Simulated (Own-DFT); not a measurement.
# Stretching a layer in its plane: wurtzite AlGaN with randomly placed atoms, 72 atoms (Al27Ga9N36)

Source: density functional calculations with Own-DFT, an unreviewed in-house program that is no longer used. Nothing was measured or relaxed, and spin and spin-orbit coupling are left out.

Common settings: PBE; PseudoDojo norm-conserving scalar-relativistic files (stringent for Ga); cutoff 96 hartree; 4 x 4 x 3 k mesh centred on Gamma; Gaussian smearing of 0.01 eV.

Caveats: forces on such cells passed a denser k mesh, each cell not checked; stress not checked against mesh or cutoff.

Unstrained cell vectors in Å: (9.394, 0.000, 0.000); (-4.697, 8.135, 0.000); (0.000, 0.000, 10.066). The unstrained cell has measured lattice constants (interpolated for alloys), not those of this functional. That, the random moves and any unrelaxed bonds set the pressure at no strain. Each run strains x and y alike by e, as a substrate would, and holds the height along z. All atoms carry random offsets, Gaussian with a width of 0.05 Å per axis. The random placing of the alloy's atoms differs from row to row. Stress is positive in tension.

| e (%) | u (Å) | (s_xx + s_yy)/2 (GPa) | s_zz (GPa) |
|---|---|---|---|
| -2.50 | 0.046 | -22.31 | -10.14 |
| -1.75 | 0.047 | -17.23 | -8.29 |
| -1.50 | 0.052 | -16.20 | -8.71 |
| -1.00 | 0.048 | -11.81 | -7.33 |
| -0.75 | 0.053 | -9.93 | -9.19 |
| 0.75 | 0.051 | ? | ? |
| 1.00 | 0.052 | -1.98 | -4.30 |
| 1.25 | 0.050 | 0.67 | -5.21 |
| 1.75 | 0.050 | 2.82 | -3.98 |
| 2.75 | 0.048 | 7.92 | -2.76 |

## Analysis

With e as a fraction, the in-plane stress is -6.4 + 574 e - 2338 e² GPa (errors 14 and 1029, scatter 0.70), and s_zz is -6.5 + 140 e GPa (slope ± 15, scatter 0.79). At e = 0 the first slope is C11 + C12 and the second 2 C13, both with the ions held to the strained lattice and at the cell's own pressure. A free layer would change its height as e changes, and the in-plane slope would drop by 2 C13²/C33 to the biaxial modulus. At fixed height, a misfit of 1 % moves the in-plane stress by about 5.7 GPa and s_zz by 1.4 GPa.

## Check

Q: what are the two stresses at e = 0.75 %?

Estimate: -2.2 and -5.5 GPa. The calculation gave -2.74 and -4.14 GPa.
